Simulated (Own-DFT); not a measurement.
# Forces on the neighbours of a vacancy: 2H SiC, 71 atoms (C36Si35), with one Si vacancy

These are calculations, not measurements. The program, named Own-DFT, is a retired in-house plane-wave density functional code that no person has reviewed. Each row is one single-point run on a periodic cell that was not relaxed, without spin or spin-orbit coupling.

Settings of every run: PBE; PseudoDojo norm-conserving scalar-relativistic files; cutoff 42 hartree; 4 x 4 x 3 k mesh centred on Gamma; Fermi-Dirac smearing of 0.1 eV.

Known limits: a neutral cation vacancy leaves holes that likely carry spin, which these runs leave out; not probed for a lower state with spin; forces on such cells moved up to 12 meV/angstrom on a denser k mesh; stress not checked against mesh or cutoff.

Cell vectors in Å: (9.248, 0.000, 0.000); (-4.624, 8.009, 0.000); (0.000, 0.000, 10.068). Every atom was also moved at random, by a Gaussian of width 0.05 Å on each axis. The defect's site can differ from row to row. The empty site has 4 nearest neighbours, all C. For each, d is its distance from the empty site and R the part of its force along the line away from it, positive outwards. The last column is the rms force component on atoms over 4.5 Å away.

| run | d1 (Å) | d2 (Å) | d3 (Å) | d4 (Å) | R1 (eV/Å) | R2 (eV/Å) | R3 (eV/Å) | R4 (eV/Å) | far F (eV/Å) |
|---|---|---|---|---|---|---|---|---|---|
| 1 | 1.844 | 1.858 | 1.947 | 1.991 | 1.97 | 2.04 | 0.86 | 0.16 | 1.43 |
| 2 | 1.855 | 1.902 | 1.926 | 1.932 | 1.32 | 1.61 | 1.44 | 0.91 | 1.37 |
| 3 | 1.806 | 1.838 | 1.929 | 1.993 | 2.19 | 2.11 | 1.12 | 0.52 | 1.66 |
| 4 | 1.876 | 1.878 | 1.913 | 1.926 | 1.29 | 1.13 | 1.48 | 1.02 | 2.00 |
| 5 | 1.842 | 1.879 | 1.886 | 1.939 | 2.24 | 2.16 | 1.98 | 1.35 | 1.36 |
| 6 | 1.800 | 1.842 | 1.880 | 1.928 | 2.11 | 1.32 | 0.72 | 1.38 | 1.32 |
| 7 | 1.883 | 1.886 | 1.954 | 1.999 | 0.83 | 1.32 | 0.89 | 0.37 | 1.55 |
| 8 | 1.809 | 1.881 | 1.894 | 1.989 | 2.32 | 1.78 | 0.93 | 0.14 | 1.59 |
| 9 | 1.830 | 1.878 | 1.884 | 1.916 | ? | ? | ? | ? | ? |

## Worked fit

A straight line through the 32 neighbours shown gives R = 1.34 - 9.4 (d - 1.897) eV/Å, with a scatter of 0.36 left by the moves of the other atoms. The slope, with an error of 1.2, is the pull back towards the neighbour's own site. The constant, 1.34 ± 0.06 eV/Å, is the force at the mean distance: with one bond gone, the neighbours are pushed outwards, away from the empty site. It shows how a relaxation would start, not where it would end, and it depends somewhat on the width of the random moves.

## Withheld run

Question: what mean R should the neighbours of run 9 feel? Their mean d is 1.877 Å.

The line gives 1.53 ± 0.23 eV/Å, by the scatter of the means of the runs shown. The calculation gave R = 1.81, 1.77, 2.05, 0.74, a mean of 1.59 eV/Å.
